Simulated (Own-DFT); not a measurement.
Simulation results for SiC (2H silicon carbide, atoms displaced)

All values are calculated (Own-DFT development build). A calculation, not a measurement: plane-wave PBE density functional theory by an unreviewed code, no spin, of a simulated periodic cell, stress positive in tension, free energy of the whole cell less one offset for each atom, forces on such cells passed a denser k mesh, this cell's mesh not checked; offsets are fitted by least squares, one for each functional and potential file, so energies compare only between cells with the same atoms and settings and are not formation energies; the far tail of each file's local potential was reset to the Coulomb form; each entry is a single point on an unrelaxed cell, so the pressure reflects the starting lattice, mostly measured values (interpolated for alloys), from which strain is counted, and rises with the displacements; printed positions are rounded, which can move forces by about a meV/angstrom; the program, named Own-DFT, is a retired in-house code; no spin-orbit coupling.

Common to all runs: functional PBE; potential files PseudoDojo norm-conserving, scalar-relativistic, standard set; wave cutoff 42 hartree; occupations Fermi-Dirac; smearing width 0.1 eV; k mesh 5 x 5 x 3 centred on Gamma.

(1) 
```xyz
32
Lattice="6.1654 0.0000 0.0000 -3.0827 5.3394 0.0000 0.0000 0.0000 10.0681" Properties=species:S:1:pos:R:3:force_x:R:1:force_y:R:1:force_z:R:1 formula=SiC free_energy_of_cell_above_offsets=-0.761 pressure=6.86 stress_xx=-4.57 stress_yy=-6.67 stress_zz=-9.33 stress_yz=2.07 stress_xz=-1.75 stress_xy=-2.62
Si     6.1163     0.0727    10.0492      1.135     -2.201      1.131
Si     0.0077     1.7914     2.5633      0.489      -1.76      0.766
C      3.1195     5.2571     1.9460      1.066      1.874     -0.845
C     -0.0865     1.6956     4.5230      0.082      2.833     -2.049
Si     6.1081     0.0292     5.1023     -0.642     -2.551     -1.964
Si    -0.0755     1.7837     7.6221      1.876      0.208     -3.256
C      6.1542     0.0151     6.8846      1.704      0.414      2.218
C      0.0860     1.7732     9.3954     -2.958      0.105      1.386
Si     4.6021     2.5915     0.0432      0.233      1.506     -1.739
Si    -1.4608     4.4551     2.5873      -0.34     -0.671     -1.819
C      4.6574     2.5472     1.8584     -0.117       2.01      1.678
C     -1.4578     4.4267     4.4627     -3.411      1.548     -1.833
Si    -1.5910     2.7985     5.0071     -0.457     -5.367      1.715
Si    -1.4448     4.5019     7.5671     -1.801     -1.076       -0.1
C      4.5343     2.5873     6.9441      3.995      3.732     -0.963
C     -1.5776     4.4655     9.4879      0.318      -0.56     -0.553
Si     2.9890     0.0431     0.0204      1.882     -0.521     -1.619
Si     3.0910     1.7394     2.4838     -0.226      0.606      1.583
C      3.1889     0.0262     1.8204     -1.779     -0.997      1.944
C      2.9580     1.7728     4.4608      1.762      0.545     -1.962
Si     2.9447     0.0328     5.0235       4.75      0.264     -1.236
Si     3.1471     1.7315     7.4614     -2.877      0.294      2.369
C      3.1483     0.0461     6.7764     -0.677      -1.79      3.368
C      3.0850     1.7944     9.4059      -0.69     -0.656      0.091
Si     1.4489     2.6626     0.0156      3.383       0.91     -0.121
Si     1.5821     4.4516     2.4400     -0.116     -1.545      2.083
C      1.5596     2.6210     1.9018     -0.698      0.407     -0.689
C      1.5422     4.2551     4.3905     -0.508      4.814     -0.807
Si     1.4701     2.6663     5.1185     -0.267     -1.948       -1.8
Si     1.5853     4.5036     7.4662     -0.326     -2.269      1.404
C      1.6615     2.6375     6.8684     -2.693      0.895      2.927
C      1.5854     4.4320     9.4788     -2.091      0.948     -1.308
```

Units: free_energy_of_cell_above_offsets in eV; pressure, stress_xx, stress_yy, stress_zz, stress_yz, stress_xz, stress_xy in GPa; force_x, force_y, force_z in eV/Å.

(2) 
```xyz
32
Lattice="6.1654 0.0000 0.0000 -3.0827 5.3394 0.0000 0.0000 0.0000 10.0681" Properties=species:S:1:pos:R:3:force_x:R:1:force_y:R:1:force_z:R:1 formula=SiC free_energy_of_cell_above_offsets=-2.303 pressure=5.59 stress_xx=-2.37 stress_yy=-7.22 stress_zz=-7.16 stress_yz=-0.93 stress_xz=0.53 stress_xy=0.07
Si     0.0580     0.0231     9.9369     -2.074     -2.833      1.896
Si    -0.0030     1.7421     2.5458     -0.158      0.424     -1.073
C      3.0960     5.2623     1.8451     -0.619      2.125     -0.292
C      0.0601     1.8424     4.3941     -0.437      -2.06      0.918
Si    -3.0121     5.3287     5.1239     -0.462      0.199     -3.517
Si    -0.0664     1.8057     7.5191      2.528     -0.386      1.575
C      6.0948     0.0418     6.9212      2.145     -0.381      0.505
C     -0.0632     1.7265     9.4659      1.114      1.697      -1.26
Si    -1.5013     2.7116     0.0757     -1.116     -2.046     -3.117
Si    -1.5712     4.4756     2.4298      1.992      0.143      1.433
C     -1.5667     2.7188     1.7991      1.087     -0.547      3.591
C     -1.4481     4.4189     4.3921     -1.789     -0.289      0.334
Si    -1.4879     2.5966     5.0858     -0.294      1.342     -2.191
Si    -1.5317     4.3514     7.5144     -0.743       2.84      1.882
C     -1.4927     2.6947     6.9299     -1.777     -1.683     -0.826
C     -1.5453     4.3550     9.4310      0.512      2.185     -0.893
Si     3.0805     0.0479    10.0657      0.604     -1.718     -1.128
Si     3.1163     1.8015     2.4636      -0.85      2.397      1.558
C      3.1008     0.1857     1.8174     -0.419     -4.202      0.758
C      3.1469     1.8135     4.3779     -0.318     -1.231      0.797
Si     0.0291     5.2378     5.0760     -0.145       2.34     -0.871
Si     3.1360     1.7466     7.5312     -1.837      0.814      0.392
C     -0.0474     5.3137     7.0033      0.733      0.175     -2.065
C      3.0953     1.7323     9.3969      0.207      1.434      0.453
Si     1.5447     2.5820     0.0027     -0.247        1.7     -0.284
Si     1.5599     4.4362     2.4805     -0.931      2.133      0.153
C      1.4887     2.7512     1.9505      0.507     -2.956      -1.65
C      1.5124     4.4316     4.3591      1.906      0.696      1.107
Si     1.5856     2.6940     5.0201      0.425     -0.594     -0.295
Si     1.5575     4.5097     7.4552      -1.62     -2.727      2.805
C      1.5152     2.6457     6.9115      0.961      0.559     -0.094
C      1.4941     4.3988     9.4349      1.113      0.451     -0.601
```

Units: free_energy_of_cell_above_offsets in eV; pressure, stress_xx, stress_yy, stress_zz, stress_yz, stress_xz, stress_xy in GPa; force_x, force_y, force_z in eV/Å.

(3) 
```xyz
32
Lattice="6.1654 0.0000 0.0000 -3.0827 5.3394 0.0000 0.0000 0.0000 10.0681" Properties=species:S:1:pos:R:3:force_x:R:1:force_y:R:1:force_z:R:1 formula=SiC free_energy_of_cell_above_offsets=-1.046 pressure=6.59 stress_xx=-3.61 stress_yy=-5.45 stress_zz=-10.7 stress_yz=-1.54 stress_xz=1.34 stress_xy=-0.54
Si    -3.0149     5.3101    10.0301     -2.213      0.516      1.429
Si     0.0549     1.7779     2.5046     -0.985      1.186      1.482
C     -0.0218     0.0437     1.9365      1.343     -0.409     -1.909
C     -0.0306     1.7753     4.5245      0.611     -0.027     -1.447
Si     3.0871     5.3159     5.1562      0.483       0.42     -4.249
Si     0.0038     1.7837     7.5764     -0.733     -0.023     -1.224
C      2.9473     5.2934     6.9003      2.599      0.738      3.442
C     -0.0461     1.7432     9.4243      1.852      -0.01      0.988
Si     4.6071     2.6423    10.0169      0.765     -0.789      1.474
Si    -1.4970     4.4425     2.4659     -1.209      1.378      1.362
C      4.5347     2.7370     1.8530      2.354     -1.482     -0.112
C     -1.5031     4.4266     4.3572     -0.534       0.31       1.41
Si     4.4628     2.5756     4.9077      5.662      3.405       3.15
Si    -1.6378     4.3713     7.6180      1.115      2.464     -0.948
C     -1.5030     2.7508     7.0024     -1.651     -3.517     -1.908
C     -1.5414     4.3582     9.4987      0.347      2.295     -0.899
Si     0.0027     5.3347     0.0246     -0.942      1.341     -0.197
Si     3.1202     1.7766     2.5277     -1.198      2.308      0.095
C      3.0076     0.1505     1.8788      1.702     -3.397     -0.229
C      2.9963     1.9118     4.3770     -0.584     -4.242      -0.41
Si     3.0761     0.0150     5.1569     -0.097     -0.832     -3.683
Si     3.0388     1.7000     7.5975      1.351      1.726     -1.375
C      0.0882     5.3135     6.9175     -2.125      0.036      2.579
C      3.1048     1.8599     9.4081      -1.61     -2.143      1.159
Si     1.5987     2.7069     0.0885     -1.451     -0.747      -1.55
Si     1.6052     4.5150     2.5617     -1.593     -0.381     -0.363
C      1.5933     2.7296     1.9200     -0.691     -0.027      0.305
C      1.5664     4.4708     4.3943     -0.551      0.718      1.543
Si     1.6312     2.7412     5.1165     -4.111      0.166      -1.27
Si     1.5551     4.4225     7.6550     -1.243     -0.833      -2.35
C      1.5368     2.6529     6.9244      0.681     -0.238      1.612
C      1.4093     4.4226     9.4200      2.657      0.089      2.091
```

Units: free_energy_of_cell_above_offsets in eV; pressure, stress_xx, stress_yy, stress_zz, stress_yz, stress_xz, stress_xy in GPa; force_x, force_y, force_z in eV/Å.
